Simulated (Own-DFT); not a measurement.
# What a defect does to the pressure of its cell: C11b WSi2

No measurement is shown. These are fixed-geometry runs of a retired plane-wave code named Own-DFT, which no person has reviewed; spin and spin-orbit coupling are neglected.

Common settings: PBE; PseudoDojo norm-conserving scalar-relativistic files; cutoff 50 hartree; 5 x 5 x 5 k mesh centred on Gamma; cold (Marzari-Vanderbilt) smearing of 0.2 eV.

Known weak points: forces on such cells failed a check on a denser k mesh; stress not checked against mesh or cutoff.

All runs share one cell, with vectors in Å (-2.148, -5.953, 3.409); (-6.444, 2.976, 1.136); (-2.553, -2.948, -6.757) and a volume of 403.2 Å³. Atoms were moved at random from their sites; u is the rms move along one axis. The defect's site can differ from row to row.

```
              cell  formula   u (Å)  P (GPa)
         no defect  Si20W10  0.0186     4.32
         no defect  Si20W10  0.0504     6.30
         no defect  Si20W10  0.0533     6.54
    one Si vacancy  Si19W10  0.0311     3.51
    one Si vacancy  Si19W10  0.0322        ?
    one Si vacancy  Si19W10  0.0498     4.15
    one Si vacancy  Si19W10  0.0501     3.87
one Si on a W site   Si21W9  0.0310     6.38
one Si on a W site   Si21W9  0.0485     6.66
one Si on a W site   Si21W9  0.0506     7.94
     one W vacancy   Si20W9  0.0302     3.32
     one W vacancy   Si20W9  0.0309     3.28
     one W vacancy   Si20W9  0.0469     4.29
one W on a Si site  Si19W11  0.0293     9.94
one W on a Si site  Si19W11  0.0320     9.85
one W on a Si site  Si19W11  0.0567    11.63
```

## Analysis

P = P0 + c u² + a shift for each defect gives P0 = 4.31 GPa, c = 738 ± 103 GPa/Å² and a scatter of 0.35 GPa. The shifts, and each times the cell's volume:

- one W on a Si site: 4.90 ± 0.28 GPa, 12.3 eV
- one Si on a W site: 1.24 ± 0.28 GPa, 3.1 eV
- one W vacancy: -1.68 ± 0.29 GPa, -4.2 eV
- one Si vacancy: -1.94 ± 0.28 GPa, -4.9 eV

Positive is outwards. The product with the volume (160.2 GPa Å³ to the eV) is nearly free of the cell's size; divided by the bulk modulus at the cell's pressure it gives the volume that the defect adds. The atoms around the defects weren't relaxed, which would change these numbers.

## Test on the hidden row

Q: what pressure belongs in the blank (one Si vacancy, u = 0.0322 Å)?

The fitted form gives 3.14 ± 0.41 GPa. The calculation gave 3.49 GPa.
